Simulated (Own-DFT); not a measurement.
# Computed records: Si4SnGe11 (diamond-structure random alloy, atoms displaced)

All values are calculated (Own-DFT development build). A calculation, not a measurement: plane-wave density functional theory by an unreviewed code, no spin, of a simulated periodic cell, stress positive in tension, run twice, with PBE and with PBEsol, both on files made for PBE, so the change isn't that of files made for PBEsol, forces on such cells moved up to 12 meV/angstrom on a denser k mesh; the far tail of each file's local potential was reset to the Coulomb form; each entry is a single point on an unrelaxed cell, so the pressure reflects the starting lattice, mostly measured values (interpolated for alloys), from which strain is counted, and rises with the displacements; printed positions are rounded, which can move forces by about a meV/angstrom; the program, named Own-DFT, is a retired in-house code; no spin-orbit coupling; stress was not checked against mesh or cutoff.

Settings shared by all entries: functional PBE, then PBEsol; potential files PseudoDojo norm-conserving, scalar-relativistic, standard set; wave cutoff 49 hartree; occupations Fermi-Dirac; smearing width 0.1 eV; k mesh 3 x 3 x 3 centred on Gamma.

(1) Si4SnGe11 (diamond-structure random alloy, atoms displaced)

```xyz
64
Lattice="11.3064 0.0000 0.0000 0.0000 11.3064 0.0000 0.0000 0.0000 11.3064" Properties=species:S:1:pos:R:3 Si4SnGe11
Si     0.0311    11.2866    11.2963
Ge    11.2950     2.8091     2.8160
Ge     2.8301     0.0628     2.8283
Si     2.8426     2.8264     0.0389
Ge     1.4283     1.3985     1.4488
Ge     1.4603     4.2229     4.2937
Si     4.2514     1.4365     4.2155
Ge     4.2209     4.2190     1.4666
Sn     0.0330    11.2437     5.6668
Ge     0.0560     2.8269     8.4928
Si     2.8276     0.0093     8.4901
Ge     2.8386     2.8187     5.6924
Ge     1.4471     1.4562     7.0429
Ge     1.4441     4.2200     9.9139
Sn     4.2520     1.4018     9.9392
Ge     4.2640     4.1669     7.1255
Ge     0.0225     5.6487     0.0130
Si    11.2915     8.5187     2.8258
Ge     2.8402     5.6580     2.8127
Ge     2.8053     8.4700    11.3003
Ge     1.4174     7.0779     1.3896
Ge     1.3674     9.9263     4.2711
Ge     4.2317     7.0476     4.2458
Si     4.2291     9.8598     1.4133
Ge     0.0065     5.6721     5.6854
Ge    11.2981     8.4513     8.5033
Si     2.8376     5.6381     8.4889
Ge     2.8171     8.4708     5.7248
Si     1.4275     7.0046     7.1193
Ge     1.4710     9.8912     9.9256
Ge     4.2640     7.0867     9.8790
Ge     4.2976     9.8356     7.0816
Ge     5.6356     0.0560     0.0011
Ge     5.5912     2.8136     2.8329
Ge     8.5550     0.0348     2.8084
Sn     8.5533     2.8338    11.2870
Ge     7.1046     1.4033     1.4241
Si     7.1345     4.1928     4.2945
Ge     9.9275     1.4108     4.2594
Ge     9.9084     4.2320     1.4044
Si     5.6201    11.3006     5.6443
Ge     5.6166     2.8180     8.4769
Si     8.4538    11.2855     8.4743
Ge     8.4649     2.8493     5.6872
Ge     7.0393     1.4547     7.1077
Si     7.0432     4.2289     9.9397
Si     9.9143     1.4235     9.8788
Si     9.9246     4.1865     7.0938
Ge     5.6111     5.6718    11.2797
Ge     5.6357     8.4514     2.8015
Ge     8.4835     5.6431     2.7768
Ge     8.4266     8.4618    11.2948
Ge     7.0631     7.0543     1.4358
Ge     7.0577     9.8155     4.2160
Ge     9.8747     7.0955     4.1927
Ge     9.9525     9.8777     1.4115
Ge     5.6648     5.6654     5.6123
Si     5.6774     8.4699     8.4428
Ge     8.5079     5.6397     8.4765
Ge     8.4390     8.4936     5.6305
Si     7.0227     7.0551     7.0497
Sn     7.0404     9.9121     9.9585
Ge     9.8854     7.0752     9.8732
Ge     9.9001     9.8807     7.0289
```

| Property | Result |
| --- | --- |
| PBE pressure | 4.01 GPa |
| PBE stress xx | -3.99 GPa |
| PBE stress yy | -4.01 GPa |
| PBE stress zz | -4.02 GPa |
| PBE stress yz | 0.35 GPa |
| PBE stress xz | -0.28 GPa |
| PBE stress xy | 0.64 GPa |
| PBEsol pressure | 1.34 GPa |
| PBEsol stress xx | -1.32 GPa |
| PBEsol stress yy | -1.34 GPa |
| PBEsol stress zz | -1.35 GPa |
| PBEsol stress yz | 0.33 GPa |
| PBEsol stress xz | -0.26 GPa |
| PBEsol stress xy | 0.62 GPa |
| rms change of force components from PBE to PBEsol | 0.046 eV/Å |

Force:
| force element | PBE force x (eV/Å) | PBE force y (eV/Å) | PBE force z (eV/Å) | PBEsol force x (eV/Å) | PBEsol force y (eV/Å) | PBEsol force z (eV/Å) |
| --- | --- | --- | --- | --- | --- | --- |
| Si | -0.205 | 0.438 | -0.202 | -0.167 | 0.393 | -0.159 |
| Ge | 0.377 | 0.383 | 0.438 | 0.365 | 0.364 | 0.425 |
| Ge | 0.651 | -1.022 | 0.311 | 0.556 | -0.98 | 0.294 |
| Si | -1.058 | 0.782 | 0.878 | -1.04 | 0.773 | 0.868 |
| Ge | -0.388 | 0.288 | -1.077 | -0.373 | 0.272 | -0.97 |
| Ge | -0.523 | 0.256 | -0.499 | -0.505 | 0.249 | -0.479 |
| Si | -0.12 | -0.522 | 0.873 | -0.16 | -0.472 | 0.811 |
| Ge | -0.127 | 0.228 | -0.914 | -0.094 | 0.253 | -0.846 |
| Sn | -0.567 | 1.719 | 0.744 | -0.552 | 1.671 | 0.712 |
| Ge | -0.616 | -0.171 | 0.031 | -0.529 | -0.161 | 0.028 |
| Si | -0.535 | -0.984 | -1.044 | -0.527 | -0.97 | -1.029 |
| Ge | 0.808 | -0.136 | -0.657 | 0.743 | -0.099 | -0.603 |
| Ge | 0.681 | -0.209 | 1.373 | 0.637 | -0.162 | 1.306 |
| Ge | 0.501 | 0.284 | 0.16 | 0.418 | 0.272 | 0.15 |
| Sn | -1.409 | 0.558 | -0.702 | -1.273 | 0.539 | -0.683 |
| Ge | -0.458 | 1.429 | -0.652 | -0.42 | 1.335 | -0.653 |
| Ge | -0.225 | 0.096 | -0.326 | -0.218 | 0.09 | -0.315 |
| Si | 0.546 | -0.398 | 0.077 | 0.528 | -0.387 | 0.078 |
| Ge | -0.391 | 0.012 | 0.334 | -0.365 | 0.006 | 0.325 |
| Ge | 0.836 | 0.152 | 0.323 | 0.775 | 0.115 | 0.274 |
| Ge | -0.418 | 0.196 | 0.735 | -0.372 | 0.155 | 0.672 |
| Ge | 2.198 | -2.199 | -2.215 | 2.157 | -2.096 | -2.114 |
| Ge | -0.234 | 0.351 | 0.005 | -0.222 | 0.332 | 0.003 |
| Si | -0.027 | 0.566 | -0.03 | -0.029 | 0.556 | -0.033 |
| Ge | -0.211 | -0.22 | 0.097 | -0.204 | -0.221 | 0.031 |
| Ge | 0.59 | 0.196 | -0.362 | 0.535 | 0.214 | -0.318 |
| Si | 0.036 | 0.004 | -0.008 | 0.079 | -0.041 | 0.038 |
| Ge | -0.349 | -0.378 | -0.346 | -0.298 | -0.331 | -0.365 |
| Si | 0.067 | 0.215 | 0.109 | 0.021 | 0.253 | 0.061 |
| Ge | -0.665 | 0.562 | -0.64 | -0.642 | 0.473 | -0.608 |
| Ge | -0.423 | 0.058 | -0.737 | -0.411 | 0.049 | -0.639 |
| Ge | -0.424 | 0.96 | 0.159 | -0.453 | 0.902 | 0.121 |
| Ge | 0.204 | -1.088 | 3.147 | 0.237 | -1.026 | 3.022 |
| Ge | 1.308 | 0.051 | 0.6 | 1.268 | 0.065 | 0.512 |
| Ge | -0.557 | -0.68 | 0.361 | -0.539 | -0.656 | 0.343 |
| Sn | -0.941 | -0.246 | -0.448 | -0.917 | -0.23 | -0.339 |
| Ge | -1.021 | -0.471 | 0.827 | -0.99 | -0.466 | 0.799 |
| Si | -0.785 | 0.616 | -0.865 | -0.77 | 0.601 | -0.849 |
| Ge | -1.054 | 0.995 | -0.505 | -1.023 | 0.958 | -0.506 |
| Ge | 1.271 | 1.25 | 1.17 | 1.234 | 1.217 | 1.136 |
| Si | 0.282 | 0.186 | -0.331 | 0.311 | 0.143 | -0.284 |
| Ge | 1.7 | 1.063 | 0.213 | 1.621 | 1.004 | 0.161 |
| Si | 1.37 | 1.161 | -0.615 | 1.309 | 1.111 | -0.638 |
| Ge | 0.596 | -0.227 | 0.114 | 0.579 | -0.287 | 0.12 |
| Ge | 0.144 | -1.025 | -0.493 | 0.132 | -0.93 | -0.474 |
| Si | -0.725 | 1.002 | -1.397 | -0.715 | 0.987 | -1.369 |
| Si | 1.146 | -1.939 | -1.236 | 1.13 | -1.834 | -1.216 |
| Si | -0.057 | 0.531 | -0.119 | -0.049 | 0.519 | -0.115 |
| Ge | 0.503 | -0.595 | 0.372 | 0.456 | -0.537 | 0.392 |
| Ge | -0.391 | 0.242 | -0.009 | -0.332 | 0.194 | 0.028 |
| Ge | -0.178 | -0.501 | 0.839 | -0.142 | -0.45 | 0.78 |
| Ge | 1.76 | -1.069 | 1.396 | 1.704 | -1.041 | 1.358 |
| Ge | -0.247 | -0.171 | -0.458 | -0.237 | -0.163 | -0.445 |
| Ge | -0.236 | 1.474 | -0.093 | -0.192 | 1.386 | -0.108 |
| Ge | 0.321 | -0.041 | 0.173 | 0.275 | -0.068 | 0.198 |
| Ge | -0.183 | 0.109 | -0.455 | -0.242 | 0.116 | -0.437 |
| Ge | 0.346 | -0.697 | 0.464 | 0.273 | -0.671 | 0.441 |
| Si | -0.277 | -1.033 | -0.415 | -0.32 | -0.97 | -0.364 |
| Ge | -0.771 | -0.38 | -0.279 | -0.716 | -0.334 | -0.234 |
| Ge | 0.039 | -0.757 | 0.603 | 0.068 | -0.7 | 0.537 |
| Si | 0.414 | 0.094 | 0.233 | 0.446 | 0.052 | 0.186 |
| Sn | -0.2 | -0.034 | -1.383 | -0.198 | -0.034 | -1.259 |
| Ge | -0.047 | -0.292 | 0.536 | -0.046 | -0.281 | 0.516 |
| Ge | -1.655 | -1.019 | 1.815 | -1.577 | -1.02 | 1.727 |

(2) Si4SnGe11 (diamond-structure random alloy, atoms displaced)

```xyz
64
Lattice="11.3064 0.0000 0.0000 0.0000 11.3064 0.0000 0.0000 0.0000 11.3064" Properties=species:S:1:pos:R:3 Si4SnGe11
Si     0.0083    11.2927     0.0246
Ge     0.0187     2.8527     2.7973
Ge     2.8370    11.2737     2.8105
Ge     2.8815     2.7823    11.2777
Si     1.4199     1.4418     1.4101
Ge     1.4825     4.2623     4.2968
Ge     4.2354     1.3873     4.2720
Sn     4.2620     4.2481     1.4585
Sn    11.2842    11.2857     5.6345
Ge    11.2698     2.8015     8.4719
Si     2.8401     0.0165     8.5205
Ge     2.7854     2.8023     5.6087
Ge     1.3608     1.4460     7.0997
Ge     1.4473     4.2561     9.8443
Ge     4.2819     1.4181     9.8866
Sn     4.2522     4.2549     7.0704
Ge    11.2883     5.6162     0.0037
Ge    11.2999     8.4968     2.8335
Ge     2.8111     5.6508     2.8078
Si     2.8359     8.5011    11.2670
Ge     1.4636     7.0500     1.3329
Ge     1.4131     9.8800     4.2692
Ge     4.2203     7.0374     4.2347
Ge     4.2793     9.8510     1.3638
Ge     0.0474     5.6575     5.6886
Ge     0.0224     8.4775     8.4745
Ge     2.8333     5.6141     8.4847
Ge     2.8170     8.4154     5.6564
Si     1.4228     7.1169     7.0683
Si     1.4313     9.8734     9.8656
Ge     4.2198     7.0561     9.9397
Si     4.2316     9.9025     7.0587
Si     5.6043    11.2933    11.2911
Ge     5.6504     2.8314     2.8350
Ge     8.4667     0.0362     2.8288
Si     8.4572     2.8517    11.3001
Ge     7.0478     1.4470     1.4375
Ge     7.1176     4.2563     4.1862
Ge     9.8682     1.4006     4.2595
Ge     9.8954     4.2275     1.4561
Ge     5.6332     0.0324     5.6408
Si     5.6803     2.7617     8.4655
Ge     8.5025     0.0281     8.4906
Ge     8.4708     2.7978     5.6551
Ge     7.0578     1.4283     7.1173
Si     7.0320     4.2830     9.9016
Sn     9.9118     1.3459     9.8656
Ge     9.9159     4.2807     7.0586
Si     5.6484     5.6323    11.2858
Si     5.6037     8.5132     2.8759
Ge     8.4569     5.6664     2.8109
Ge     8.5124     8.5010    11.2329
Ge     7.0352     7.0717     1.4177
Ge     7.1101     9.8669     4.2532
Ge     9.9627     7.0626     4.2664
Ge     9.8583     9.9102     1.4523
Ge     5.6967     5.6365     5.6489
Si     5.6736     8.5035     8.4437
Ge     8.4484     5.6975     8.4674
Si     8.4800     8.5175     5.6324
Si     7.1140     7.0679     7.0933
Ge     7.0871     9.9123     9.8761
Ge     9.9483     7.0648     9.8880
Ge     9.9206     9.9510     7.0703
```

| Property | Result |
| --- | --- |
| PBE pressure | 3.93 GPa |
| PBE stress xx | -3.94 GPa |
| PBE stress yy | -3.9 GPa |
| PBE stress zz | -3.95 GPa |
| PBE stress yz | 0.49 GPa |
| PBE stress xz | 0.29 GPa |
| PBE stress xy | 0.45 GPa |
| PBEsol pressure | 1.26 GPa |
| PBEsol stress xx | -1.27 GPa |
| PBEsol stress yy | -1.24 GPa |
| PBEsol stress zz | -1.28 GPa |
| PBEsol stress yz | 0.47 GPa |
| PBEsol stress xz | 0.28 GPa |
| PBEsol stress xy | 0.43 GPa |
| rms change of force components from PBE to PBEsol | 0.043 eV/Å |

Force:
| force element | PBE force x (eV/Å) | PBE force y (eV/Å) | PBE force z (eV/Å) | PBEsol force x (eV/Å) | PBEsol force y (eV/Å) | PBEsol force z (eV/Å) |
| --- | --- | --- | --- | --- | --- | --- |
| Si | 1.496 | -1.024 | 0.993 | 1.396 | -1.014 | 0.974 |
| Ge | 0.334 | -0.366 | 0.628 | 0.287 | -0.313 | 0.637 |
| Ge | -0.193 | 0.273 | -0.302 | -0.158 | 0.239 | -0.253 |
| Ge | -1.397 | -0.329 | -0.312 | -1.32 | -0.289 | -0.336 |
| Si | -0.038 | -0.642 | -0.371 | -0.001 | -0.587 | -0.326 |
| Ge | -0.9 | 0.033 | -0.839 | -0.868 | 0.027 | -0.81 |
| Ge | -0.172 | 0.255 | -0.726 | -0.159 | 0.249 | -0.699 |
| Sn | -0.059 | 0.022 | -1.085 | -0.097 | -0.022 | -1.007 |
| Sn | 0.798 | 0.704 | 0.04 | 0.769 | 0.686 | 0.048 |
| Ge | 1.084 | 1.782 | -0.661 | 1.06 | 1.725 | -0.66 |
| Si | -0.104 | -0.417 | -0.486 | -0.1 | -0.327 | -0.478 |
| Ge | -0.074 | -0.854 | 0.278 | -0.079 | -0.817 | 0.263 |
| Ge | 1.498 | 0.062 | 0.572 | 1.415 | 0.101 | 0.523 |
| Ge | -0.589 | -0.745 | 0.579 | -0.564 | -0.719 | 0.557 |
| Ge | 0.094 | -0.609 | -0.335 | 0.054 | -0.552 | -0.287 |
| Sn | 0.329 | -1.228 | -0.217 | 0.277 | -1.154 | -0.253 |
| Ge | 0.36 | -0.087 | -0.111 | 0.355 | -0.077 | -0.108 |
| Ge | 0.468 | -0.323 | -0.443 | 0.445 | -0.313 | -0.417 |
| Ge | -0.955 | 1.133 | 0.999 | -0.924 | 1.093 | 0.979 |
| Si | -0.199 | 0.057 | -0.097 | -0.154 | 0.008 | -0.057 |
| Ge | -0.46 | 0.644 | 0.31 | -0.476 | 0.582 | 0.337 |
| Ge | 1.234 | -1.094 | -1.245 | 1.193 | -1.067 | -1.212 |
| Ge | 0.497 | 0.237 | -0.098 | 0.443 | 0.197 | -0.064 |
| Ge | -0.273 | 0.074 | 0.156 | -0.296 | 0.101 | 0.186 |
| Ge | 0.265 | 0.391 | 0.185 | 0.224 | 0.342 | 0.145 |
| Ge | 0.255 | 0.223 | -0.143 | 0.179 | 0.216 | -0.138 |
| Ge | -1.155 | 2.157 | 0.562 | -1.101 | 2.057 | 0.579 |
| Ge | 0.304 | 0.683 | 0.391 | 0.295 | 0.662 | 0.306 |
| Si | 0.08 | -0.711 | 0.382 | 0.074 | -0.697 | 0.371 |
| Si | 0.124 | 0.569 | 0.575 | 0.069 | 0.521 | 0.525 |
| Ge | 0.574 | 0.391 | -0.514 | 0.528 | 0.344 | -0.524 |
| Si | -0.088 | -0.06 | 0.394 | -0.087 | -0.051 | 0.31 |
| Si | 0.867 | 0.16 | 0.125 | 0.845 | 0.16 | 0.124 |
| Ge | 0.981 | -1.163 | 1.494 | 0.957 | -1.127 | 1.445 |
| Ge | -0.18 | -0.13 | -0.018 | -0.172 | -0.13 | -0.012 |
| Si | -0.642 | 0.772 | 0.393 | -0.595 | 0.724 | 0.427 |
| Ge | -0.128 | -0.333 | -0.942 | -0.127 | -0.322 | -0.841 |
| Ge | -0.346 | -0.444 | 0.599 | -0.343 | -0.431 | 0.579 |
| Ge | -0.581 | 1.29 | -1.372 | -0.573 | 1.246 | -1.328 |
| Ge | -0.623 | -0.05 | -0.692 | -0.567 | -0.019 | -0.636 |
| Ge | 0.313 | -0.78 | 0.68 | 0.329 | -0.717 | 0.625 |
| Si | 0.669 | 0.462 | 1.356 | 0.625 | 0.412 | 1.295 |
| Ge | -1.666 | -1.61 | -1.552 | -1.611 | -1.563 | -1.513 |
| Ge | 0.015 | 0.639 | 0.132 | 0.018 | 0.616 | 0.123 |
| Ge | 0.07 | -0.285 | -0.443 | 0.112 | -0.315 | -0.47 |
| Si | 0.096 | -0.703 | -0.091 | 0.134 | -0.659 | -0.134 |
| Sn | 0.022 | 1.045 | 1.85 | 0.009 | 1.021 | 1.704 |
| Ge | -0.465 | -0.399 | 0.09 | -0.442 | -0.392 | 0.089 |
| Si | 0.952 | 0.954 | -0.687 | 0.889 | 0.983 | -0.632 |
| Si | 0.454 | -0.414 | -0.28 | 0.444 | -0.404 | -0.274 |
| Ge | 0.689 | 0.449 | 0.058 | 0.665 | 0.421 | 0.055 |
| Ge | -0.219 | -0.23 | 0.784 | -0.209 | -0.218 | 0.761 |
| Ge | -0.331 | 0.442 | -0.34 | -0.26 | 0.419 | -0.323 |
| Ge | -0.654 | 0.177 | -0.218 | -0.634 | 0.249 | -0.222 |
| Ge | -0.893 | 0.196 | 0.024 | -0.829 | 0.168 | -0.008 |
| Ge | 0.427 | 0.085 | -0.594 | 0.384 | 0.056 | -0.542 |
| Ge | 1.264 | 1.35 | -0.752 | 1.188 | 1.274 | -0.765 |
| Si | -0.238 | -0.279 | -0.041 | -0.231 | -0.275 | 0.032 |
| Ge | 0.151 | -0.45 | 0.403 | 0.219 | -0.443 | 0.39 |
| Si | 0.407 | -0.807 | 0.885 | 0.435 | -0.75 | 0.829 |
| Si | -0.554 | 0.975 | -0.777 | -0.532 | 0.877 | -0.759 |
| Ge | -0.826 | 0.055 | -0.102 | -0.726 | 0.056 | -0.096 |
| Ge | -0.314 | -0.138 | -0.097 | -0.307 | -0.127 | -0.094 |
| Ge | -1.856 | -2.036 | 1.064 | -1.774 | -1.94 | 1.062 |
